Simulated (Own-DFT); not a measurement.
## Calculated data, AlN (wurtzite, atoms displaced)

Computed with Own-DFT development build. A calculation, not a measurement: plane-wave PBE density functional theory by an unreviewed code, no spin, of a simulated periodic cell, stress positive in tension, free energy of the whole cell less one offset for each atom, forces on such cells passed a denser k mesh, this cell's mesh not checked; offsets are fitted by least squares, one for each functional and potential file, so energies compare only between cells with the same atoms and settings and are not formation energies; the far tail of each file's local potential was reset to the Coulomb form; each entry is a single point on an unrelaxed cell, so the pressure reflects the starting lattice, mostly measured values (interpolated for alloys), from which strain is counted, and rises with the displacements; printed positions are rounded, which can move forces by about a meV/angstrom; the program, named Own-DFT, is a retired in-house code; no spin-orbit coupling.

Common to all runs: functional PBE; potential files PseudoDojo norm-conserving, scalar-relativistic, standard set; wave cutoff 42 hartree; occupations Fermi-Dirac; smearing width 0.1 eV; hardware one NVIDIA H100; k mesh 2 x 2 x 2 centred on Gamma.

(1) AlN (wurtzite, atoms displaced)

```
AlN
1.0
     12.4480     0.0000     0.0000
     -6.2240    10.7803     0.0000
      0.0000     0.0000     9.9640
Al N Al N Al N Al N Al N Al N Al N Al N Al N Al N Al N Al N Al N Al N Al N Al N Al N Al N Al N Al N Al N Al N Al N Al N Al N Al N Al N Al N Al N Al N Al N Al N
2 2 2 2 2 2 2 2 2 2 2 2 2 2 2 2 2 2 2 2 2 2 2 2 2 2 2 2 2 2 2 2 2 2 2 2 2 2 2 2 2 2 2 2 2 2 2 2 2 2 2 2 2 2 2 2 2 2 2 2 2 2 2 2
Direct
  0.08565 0.16743 0.00237
  0.16612 0.08375 0.24916
  0.08156 0.16605 0.18786
  0.16584 0.08457 0.43851
  0.08347 0.16707 0.49879
  0.16660 0.08483 0.75073
  0.08426 0.16517 0.69112
  0.16805 0.08355 0.94259
  0.08043 0.41511 0.99908
  0.16741 0.33322 0.24860
  0.08355 0.41847 0.18857
  0.16424 0.33507 0.44180
  0.08423 0.41841 0.49761
  0.16709 0.33477 0.74783
  0.08377 0.41638 0.68922
  0.16943 0.33514 0.94184
  0.08405 0.66743 0.00254
  0.16575 0.58414 0.24985
  0.08277 0.66679 0.18946
  0.16484 0.58376 0.44449
  0.08360 0.66527 0.49659
  0.16912 0.58411 0.74969
  0.08623 0.66997 0.69033
  0.16368 0.58163 0.94433
  0.08674 0.91819 0.99769
  0.16752 0.83272 0.24693
  0.08599 0.91938 0.19309
  0.16750 0.83345 0.44082
  0.08650 0.91719 0.50062
  0.16984 0.83578 0.75055
  0.08065 0.91638 0.69176
  0.17026 0.83519 0.94596
  0.33540 0.16545 0.99968
  0.42084 0.08303 0.24558
  0.33535 0.16363 0.19249
  0.41801 0.08101 0.43916
  0.33726 0.16896 0.49959
  0.41871 0.08569 0.74771
  0.33327 0.16670 0.68876
  0.41490 0.08278 0.94100
  0.33372 0.41784 0.00199
  0.41757 0.33609 0.25038
  0.33548 0.41915 0.19265
  0.41703 0.33356 0.43970
  0.33002 0.41563 0.49820
  0.41898 0.33587 0.75180
  0.33272 0.41537 0.69070
  0.41540 0.33232 0.94473
  0.33395 0.66618 0.00385
  0.41722 0.58314 0.24616
  0.33370 0.66734 0.19060
  0.42024 0.58618 0.44190
  0.33399 0.66799 0.49904
  0.41587 0.58552 0.75238
  0.33089 0.66689 0.69163
  0.41675 0.58588 0.93938
  0.33170 0.91420 0.99792
  0.41670 0.82892 0.24670
  0.32911 0.91906 0.19256
  0.41696 0.83248 0.43978
  0.33384 0.91642 0.50037
  0.41968 0.83372 0.74933
  0.33237 0.91831 0.69397
  0.41683 0.83318 0.93622
  0.58426 0.16689 0.99973
  0.67141 0.08306 0.25167
  0.58353 0.16758 0.19296
  0.66584 0.08416 0.43971
  0.58096 0.16548 0.49621
  0.66404 0.08049 0.75155
  0.58364 0.16701 0.68820
  0.66782 0.08518 0.94077
  0.58077 0.41614 0.99811
  0.66526 0.33520 0.25144
  0.58127 0.41673 0.18994
  0.66332 0.32849 0.43997
  0.58340 0.41783 0.50142
  0.66699 0.33509 0.75077
  0.58462 0.41771 0.69159
  0.66654 0.33229 0.94081
  0.58208 0.66467 0.00074
  0.66636 0.58323 0.24889
  0.58398 0.66878 0.19150
  0.66560 0.58222 0.44138
  0.58069 0.66366 0.50051
  0.66609 0.58458 0.75375
  0.58558 0.66665 0.68891
  0.66739 0.58503 0.94561
  0.58228 0.91747 0.99884
  0.66793 0.83306 0.24769
  0.58344 0.91624 0.19147
  0.66603 0.83450 0.44151
  0.58361 0.91625 0.50254
  0.66577 0.83115 0.74880
  0.58068 0.91637 0.69112
  0.66758 0.83300 0.94049
  0.83275 0.16535 0.00110
  0.91804 0.08255 0.24886
  0.82991 0.16663 0.18913
  0.91530 0.08522 0.44045
  0.83456 0.16554 0.50272
  0.91769 0.08383 0.75098
  0.83399 0.16611 0.68973
  0.91507 0.08330 0.94105
  0.83302 0.41545 0.99773
  0.91868 0.33378 0.25188
  0.83664 0.41669 0.19002
  0.91432 0.33154 0.43647
  0.83444 0.41868 0.50177
  0.91647 0.33386 0.75100
  0.83723 0.41985 0.69021
  0.91749 0.33220 0.94180
  0.83216 0.66848 0.00407
  0.91571 0.58240 0.25200
  0.83492 0.66569 0.18838
  0.91706 0.58231 0.44168
  0.83207 0.66630 0.49834
  0.91517 0.58304 0.75244
  0.82970 0.66595 0.69284
  0.91684 0.58095 0.93773
  0.83327 0.91780 0.00207
  0.91418 0.83266 0.25346
  0.83260 0.91391 0.19435
  0.91765 0.83367 0.44198
  0.83367 0.91661 0.50047
  0.91528 0.83192 0.74808
  0.83655 0.92104 0.69093
  0.91783 0.83201 0.93942
```

* free energy of cell above offsets: -62.182 eV
* pressure: 3.8 GPa
* stress xx: -3.77 GPa
* stress yy: -3.83 GPa
* stress zz: -3.79 GPa
* stress yz: -0.01 GPa
* stress xz: 0.17 GPa
* stress xy: -0.26 GPa
* wall time: 371.8 s

Force:
```csv
element,x (eV/Å),y (eV/Å),z (eV/Å)
Al,-0.366,-0.06,-1.002
Al,0.718,-0.009,0.015
N,0.377,0.395,0.725
N,0.4,0.128,0.423
Al,-0.141,-0.182,0.304
Al,0.399,-0.389,-0.047
N,-0.512,0.65,-0.128
N,-0.105,0.309,-0.312
Al,0.576,0.272,0.079
Al,-0.547,0.19,0.055
N,0.511,-0.309,0.538
N,0.664,-0.357,-0.636
Al,-0.857,-0.434,0.405
Al,0.107,-0.502,0.404
N,-0.189,0.158,0.128
N,-0.383,-0.243,-0.117
Al,-0.369,-0.264,-0.724
Al,-0.003,-0.171,0.063
N,0.005,-0.096,0.668
N,0.911,-0.058,-1.09
Al,-0.528,0.864,1.042
Al,-1.145,-0.156,0.379
N,-0.283,-0.529,0.073
N,0.764,0.39,-0.444
Al,-0.532,-0.328,0.722
Al,-0.77,0.327,0.669
N,-0.768,-0.787,-0.462
N,0.057,-0.261,-0.22
Al,-0.374,0.126,-0.118
Al,-0.746,-0.445,0.19
N,0.733,0.219,0.029
N,-0.721,-0.701,-0.953
Al,-0.493,-0.013,0.634
Al,-0.765,-0.108,0.862
N,-0.84,1.063,-0.256
N,-0.721,0.201,0.056
Al,-0.354,-0.732,-0.485
Al,-0.2,-0.217,0.311
N,0.049,0.441,0.434
N,0.88,-0.025,-0.335
Al,-0.023,-0.071,-0.369
Al,0.339,-1.148,-0.101
N,-0.34,-0.412,-0.268
N,-0.28,0.411,0.24
Al,0.648,0.368,0.286
Al,-0.365,-0.651,-0.189
N,0.114,0.672,-0.009
N,-0.073,0.338,-0.621
Al,-0.786,0.144,-1.022
Al,0.005,0.538,1.06
N,0.012,-0.719,0.157
N,-1.029,-0.898,-0.588
Al,-0.004,-0.156,0.227
Al,0.277,-0.393,-0.891
N,0.985,0.219,-0.323
N,0.344,-0.493,0.664
Al,0.536,0.83,0.589
Al,-0.799,1.616,0.723
N,2.042,-0.907,-0.839
N,-0.037,0.04,0.034
Al,-0.033,-0.06,-0.06
Al,-1.365,-0.157,-0.17
N,0.955,0.013,-0.54
N,0.089,-0.222,1.047
Al,-0.39,-0.148,0.398
Al,-1.498,-0.051,0.046
N,0.909,0.09,-0.633
N,0.617,-0.401,0.528
Al,0.59,-0.217,0.399
Al,0.235,0.894,-0.47
N,0.182,0.212,0.348
N,-0.12,-0.493,-0.045
Al,0.715,0.005,0.472
Al,0.75,-0.318,-0.408
N,0.31,0.364,-0.083
N,-0.042,1.552,0.394
Al,0.238,-0.525,-0.256
Al,0.557,-0.429,-0.365
N,-0.232,0.186,0.279
N,-0.352,0.319,-0.097
Al,-0.072,0.784,-0.009
Al,0.105,-0.017,0.081
N,0.136,-0.562,-0.275
N,0.11,0.188,-0.432
Al,0.601,0.943,-0.195
Al,0.291,-0.159,-0.149
N,-0.824,-0.209,0.576
N,-0.254,-0.529,-0.517
Al,0.381,-0.078,0.14
Al,-0.636,0.213,0.788
N,0.091,-0.05,-0.501
N,0.473,-0.49,-0.037
Al,-0.28,0.38,-0.78
Al,0.306,0.749,0.055
N,0.959,-0.139,0.068
N,-0.355,-0.077,0.087
Al,-0.073,0.341,-0.192
Al,-0.884,0.169,0.233
N,1.567,0.081,0.14
N,0.863,-0.465,-0.283
Al,-0.965,0.357,-0.539
Al,-0.018,0.256,-0.029
N,-0.34,0.056,0.634
N,0.635,0.083,0.336
Al,0.174,0.208,0.522
Al,-0.443,-0.229,-0.71
N,-0.89,0.03,0.063
N,0.373,0.422,1.204
Al,-0.083,-0.973,-0.506
Al,0.312,-0.201,-0.2
N,-0.585,-0.612,0.231
N,-0.469,-0.27,-0.378
Al,1.059,-0.265,-1.072
Al,0.361,-0.17,-0.467
N,-0.592,0.171,1.162
N,-0.475,0.315,-0.171
Al,0.23,0.048,0.616
Al,0.539,0.803,-0.642
N,0.45,-0.126,-0.516
N,-0.508,0.565,0.987
Al,0.546,-0.376,-0.426
Al,1.296,0.09,-0.463
N,-0.088,0.605,-0.588
N,-0.103,-0.162,0.129
Al,-0.183,0.234,-0.037
Al,-0.046,0.275,0.323
N,-0.442,-0.971,-0.051
N,-0.37,0.469,0.365
```

(2) AlN (wurtzite, atoms displaced)

```
AlN
1.0
     12.4480     0.0000     0.0000
     -6.2240    10.7803     0.0000
      0.0000     0.0000     9.9640
Al N Al N Al N Al N Al N Al N Al N Al N Al N Al N Al N Al N Al N Al N Al N Al N Al N Al N Al N Al N Al N Al N Al N Al N Al N Al N Al N Al N Al N Al N Al N Al N
2 2 2 2 2 2 2 2 2 2 2 2 2 2 2 2 2 2 2 2 2 2 2 2 2 2 2 2 2 2 2 2 2 2 2 2 2 2 2 2 2 2 2 2 2 2 2 2 2 2 2 2 2 2 2 2 2 2 2 2 2 2 2 2
Direct
  0.08206 0.16604 0.99793
  0.16827 0.07967 0.25087
  0.08498 0.16729 0.19428
  0.16508 0.07945 0.44153
  0.08561 0.16949 0.50156
  0.16801 0.08439 0.74846
  0.08394 0.16668 0.69147
  0.16729 0.08343 0.93803
  0.08201 0.41533 0.00068
  0.16560 0.33036 0.24878
  0.08262 0.41584 0.19018
  0.16495 0.33291 0.43926
  0.08468 0.41741 0.50345
  0.16833 0.33522 0.75257
  0.08385 0.41700 0.69145
  0.17005 0.33543 0.94029
  0.08561 0.66898 0.99919
  0.16640 0.58193 0.24986
  0.08435 0.67006 0.19010
  0.16781 0.58493 0.44072
  0.08357 0.66575 0.50536
  0.16766 0.58371 0.75132
  0.08324 0.66546 0.69515
  0.16629 0.58445 0.93844
  0.08338 0.91621 0.00268
  0.16230 0.82936 0.25004
  0.08649 0.91726 0.18997
  0.16543 0.83331 0.44194
  0.08378 0.91634 0.50049
  0.16590 0.83413 0.75273
  0.08173 0.91429 0.68981
  0.16642 0.83285 0.94124
  0.33282 0.16589 0.99898
  0.41935 0.08570 0.24937
  0.33351 0.16641 0.19197
  0.41630 0.08168 0.44402
  0.33257 0.16513 0.49959
  0.41351 0.08307 0.75151
  0.33222 0.16566 0.69067
  0.41325 0.08025 0.94393
  0.33487 0.41861 0.99995
  0.41457 0.33373 0.25179
  0.33291 0.41647 0.18996
  0.41786 0.33045 0.43744
  0.33522 0.41846 0.50283
  0.41593 0.33549 0.75070
  0.33262 0.41461 0.69006
  0.41329 0.33156 0.93961
  0.33526 0.66627 0.99889
  0.41525 0.58335 0.25113
  0.33605 0.66807 0.19209
  0.41621 0.58277 0.44060
  0.33432 0.66783 0.49985
  0.41741 0.58423 0.74923
  0.33313 0.66784 0.69345
  0.41579 0.58485 0.94187
  0.33492 0.91538 0.99962
  0.42018 0.83445 0.24563
  0.33227 0.91803 0.18829
  0.41643 0.83582 0.44295
  0.33309 0.91789 0.49984
  0.41638 0.83274 0.75087
  0.33222 0.91853 0.69089
  0.41583 0.83343 0.94364
  0.58139 0.16369 0.99594
  0.66723 0.08791 0.25421
  0.58428 0.16638 0.18968
  0.66659 0.08234 0.44451
  0.58412 0.16481 0.50254
  0.66553 0.08186 0.74743
  0.58387 0.16775 0.69265
  0.66578 0.08398 0.94226
  0.58265 0.41696 0.00388
  0.66822 0.33445 0.25552
  0.58274 0.41857 0.18967
  0.66457 0.33226 0.44061
  0.58526 0.42210 0.50163
  0.66568 0.33412 0.75070
  0.58384 0.41698 0.68823
  0.66827 0.33333 0.94082
  0.58136 0.66439 0.00193
  0.66829 0.58374 0.24890
  0.58415 0.66957 0.19359
  0.66815 0.58271 0.43977
  0.58305 0.66513 0.49949
  0.66933 0.58510 0.74911
  0.58354 0.66834 0.69018
  0.66665 0.58123 0.94102
  0.58527 0.91656 0.00292
  0.66478 0.82923 0.25136
  0.58067 0.91766 0.18875
  0.66818 0.83212 0.43966
  0.58381 0.91768 0.49817
  0.66460 0.83269 0.75079
  0.58021 0.91706 0.69107
  0.66634 0.83224 0.94202
  0.83141 0.16498 0.99974
  0.91705 0.08171 0.25183
  0.83308 0.16586 0.19120
  0.91642 0.08122 0.44200
  0.83167 0.16522 0.49921
  0.91571 0.08443 0.74975
  0.83447 0.16718 0.68837
  0.91668 0.08470 0.94110
  0.82831 0.41166 0.99826
  0.91674 0.33599 0.25043
  0.83824 0.41775 0.19563
  0.91644 0.33530 0.44632
  0.83509 0.41563 0.49369
  0.91642 0.33456 0.75285
  0.83316 0.41586 0.69038
  0.91572 0.33752 0.93846
  0.83492 0.67140 0.99695
  0.91590 0.58243 0.24922
  0.83449 0.66421 0.19272
  0.91692 0.58087 0.43851
  0.83466 0.66755 0.49975
  0.91734 0.58625 0.74988
  0.83279 0.66677 0.69099
  0.91798 0.58447 0.94157
  0.83256 0.91489 0.99732
  0.91647 0.83266 0.25071
  0.83195 0.91606 0.19026
  0.91704 0.83622 0.44425
  0.83442 0.91700 0.50397
  0.91431 0.83340 0.74875
  0.83222 0.91848 0.68822
  0.91626 0.83264 0.93872
```

* free energy of cell above offsets: -62.271 eV
* pressure: 3.81 GPa
* stress xx: -3.53 GPa
* stress yy: -3.83 GPa
* stress zz: -4.05 GPa
* stress yz: 0 GPa
* stress xz: 0.05 GPa
* stress xy: 0.31 GPa
* wall time: 394 s

Force:
```csv
element,x (eV/Å),y (eV/Å),z (eV/Å)
Al,0.578,0.235,0.486
Al,-0.485,0.736,0.103
N,0.059,-0.834,-0.801
N,-0.065,0.848,0.003
Al,-0.111,-0.755,-0.31
Al,-0.297,-0.599,0.01
N,-0.18,0.289,0.157
N,-0.344,-0.237,0.482
Al,-0.041,0.527,-0.34
Al,-0.138,0.634,0.203
N,0.174,0.014,0.093
N,0.563,0.45,0.351
Al,-0.246,0.002,-0.452
Al,-0.326,-0.461,-0.429
N,0.183,0.008,0.355
N,-0.613,-0.312,0.352
Al,-0.301,-0.531,0.085
Al,-0.171,0.575,-0.09
N,0.276,-1.305,-0.079
N,0.085,-0.329,0.22
Al,-0.154,0.219,-0.609
Al,-0.252,-0.186,-0.078
N,-0.044,0.398,-0.442
N,0.585,-0.294,0.824
Al,0.231,0.224,-0.755
Al,1.039,1.056,0.33
N,-0.999,-0.525,0.218
N,0.175,-0.395,-0.082
Al,-0.076,-0.208,0.195
Al,0.177,-0.112,-0.33
N,-0.264,0.379,0.376
N,-0.018,0.426,0.046
Al,-0.213,-0.073,0.431
Al,-0.259,-0.64,0.22
N,0.039,0.285,-0.259
N,0.199,0.542,-0.608
Al,0.163,-0.011,0
Al,0.597,0.044,-0.097
N,0.032,0.68,-0.018
N,0.311,0.592,-0.657
Al,-0.086,-0.318,0.185
Al,0.455,-0.207,-0.56
N,-0.085,0.284,0.118
N,-0.631,0.796,1.04
Al,-0.127,-0.849,-0.931
Al,0.715,-0.672,-0.223
N,-0.139,0.86,0.245
N,0.636,0.531,0.235
Al,-1.071,0.238,0.374
Al,0.309,-0.185,-0.159
N,-0.416,-0.42,-0.308
N,0.132,0.111,0.325
Al,-0.223,0.261,0.078
Al,-0.179,-0.119,0.113
N,0.396,-0.319,-0.482
N,0.793,-0.392,-0.448
Al,-0.851,-0.023,0.366
Al,-1.501,0.091,0.787
N,0.303,-0.317,0.672
N,0.513,-0.409,-0.6
Al,-0.186,-0.376,0.118
Al,-0.656,0.456,0.11
N,0.281,-0.492,0.275
N,0.841,-0.169,-0.517
Al,-0.228,0.473,0.6
Al,0.47,-0.88,-0.66
N,-0.205,0.702,0.071
N,-0.078,0.269,-0.497
Al,-0.79,0.457,0.066
Al,0.086,0.537,0.478
N,-0.297,-0.293,0.148
N,0.486,-0.523,-0.643
Al,0.18,-0.485,-0.782
Al,-0.293,-0.125,-1.087
N,0.299,-0.373,0.615
N,0.255,0.115,0.533
Al,0.307,-1.485,-0.517
Al,0.559,0.075,-0.349
N,-0.486,0.325,0.693
N,-1.276,-0.473,0.067
Al,0.319,0.293,-0.085
Al,-0.254,0.049,0.062
N,0.129,-1.315,-0.487
N,-0.295,0.622,0.042
Al,0.069,0.401,-0.158
Al,-0.531,-0.509,0.216
N,0.232,-0.446,0.07
N,-0.419,0.543,-0.032
Al,-0.548,0.175,-0.533
Al,-0.223,1.567,-0.137
N,1.392,0.377,0.839
N,-0.464,0.115,0.473
Al,0.059,-0.751,0.301
Al,-0.061,0.47,-0.181
N,0.76,-0.279,-0.149
N,-0.044,-0.173,-0.258
Al,-0.093,0.643,0.166
Al,-0.15,0.181,-0.099
N,0.007,0.336,0.263
N,-0.122,0.509,0.041
Al,0.73,0.472,0.115
Al,0.327,0.104,-0.177
N,-0.388,-0.052,0.576
N,-0.055,-0.404,-0.189
Al,0.538,1.658,0.647
Al,0.985,-0.9,0.521
N,-1.462,-0.274,-0.936
N,1.024,-0.826,-1.116
Al,-1.111,0.218,1.39
Al,-0.06,-0.052,-0.999
N,-0.333,0.481,-0.202
N,0.843,-1.2,0.762
Al,0.555,-1.412,0.62
Al,0.748,0.351,-0.033
N,-0.651,0.789,-0.548
N,-0.223,0.772,0.51
Al,0.289,-0.086,-0.208
Al,0.264,-1.014,0.333
N,0.024,0.286,-0.239
N,-0.476,-0.182,0.082
Al,-0.042,0.459,0.55
Al,0.007,0.211,0.145
N,0.33,-0.263,-0.207
N,0.337,-0.714,-0.553
Al,-0.362,0.077,-0.933
Al,0.441,0.331,-0.247
N,-0.043,-0.376,1.225
N,-0.077,0.698,0.101
```
